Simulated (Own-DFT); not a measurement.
# What a defect does to the pressure of its cell: monoclinic HfO2

The numbers are computed, not measured, by runs of the plane-wave DFT program Own-DFT (in-house, retired, unreviewed) at fixed positions, with no spin and no spin-orbit coupling.

Common settings: PBE; PseudoDojo norm-conserving scalar-relativistic files; cutoff 72 hartree; 2 x 2 x 2 k mesh centred on Gamma; Fermi-Dirac smearing of 0.1 eV.

Limits (not all hold for every row): not probed for a lower state with spin; hafnium file: forces about 75 meV/angstrom off all-electron values; oxygen file: force components 24 meV/angstrom off all-electron in a glass; forces on such cells passed a denser k mesh, each cell not checked; stress not checked against mesh or cutoff.

All runs share one cell, with vectors in Å (10.234, 0.000, 0.000); (0.000, 10.350, 0.000); (-1.696, 0.000, 10.445) and a volume of 1106.4 Å³. u is the rms random offset of the atoms per axis. The defect's site can differ from row to row.

```
                                      cell     formula   u (Å)  P (GPa)
                                 no defect     Hf32O64  0.0206     3.86
                                 no defect     Hf32O64  0.0480     5.70
                                 no defect     Hf32O64  0.0514     6.00
two Al on a Hf site each and one O vacancy  Al2Hf30O63  0.0298     1.87
two Al on a Hf site each and one O vacancy  Al2Hf30O63  0.0299     1.96
two Al on a Hf site each and one O vacancy  Al2Hf30O63  0.0482     2.89
                       one Si on a Hf site   Hf31O64Si  0.0295     2.78
                       one Si on a Hf site   Hf31O64Si  0.0296     3.01
                       one Si on a Hf site   Hf31O64Si  0.0464     4.72
                           two O vacancies     Hf32O62  0.0308     3.88
                           two O vacancies     Hf32O62  0.0308        ?
                           two O vacancies     Hf32O62  0.0487     4.95
                           two O vacancies     Hf32O62  0.0488     4.67
```

## Fit

P = P0 + c u² + a shift for each defect gives P0 = 3.54 GPa, c = 921 ± 106 GPa/Å² and a scatter of 0.27 GPa. The shifts, and each times the cell's volume:

- two O vacancies: -0.79 ± 0.22 GPa, -5.4 eV (-2.7 eV for each of its 2 sites)
- one Si on a Hf site: -1.23 ± 0.23 GPa, -8.5 eV
- two Al on a Hf site each and one O vacancy: -2.56 ± 0.23 GPa, -17.7 eV

A positive shift means that the defect pushes the cell outwards. Shift times volume (160.2 GPa Å³ is 1 eV) depends little on the cell's size, so, taken for each site, it can be compared between cells at like pressure. The atoms around the defects weren't relaxed, which would change these numbers.

## Test on the hidden row

Question: what pressure belongs in the blank (two O vacancies, u = 0.0308 Å)?

Estimate: 3.63 ± 0.33 GPa. The calculation gave 3.71 GPa.
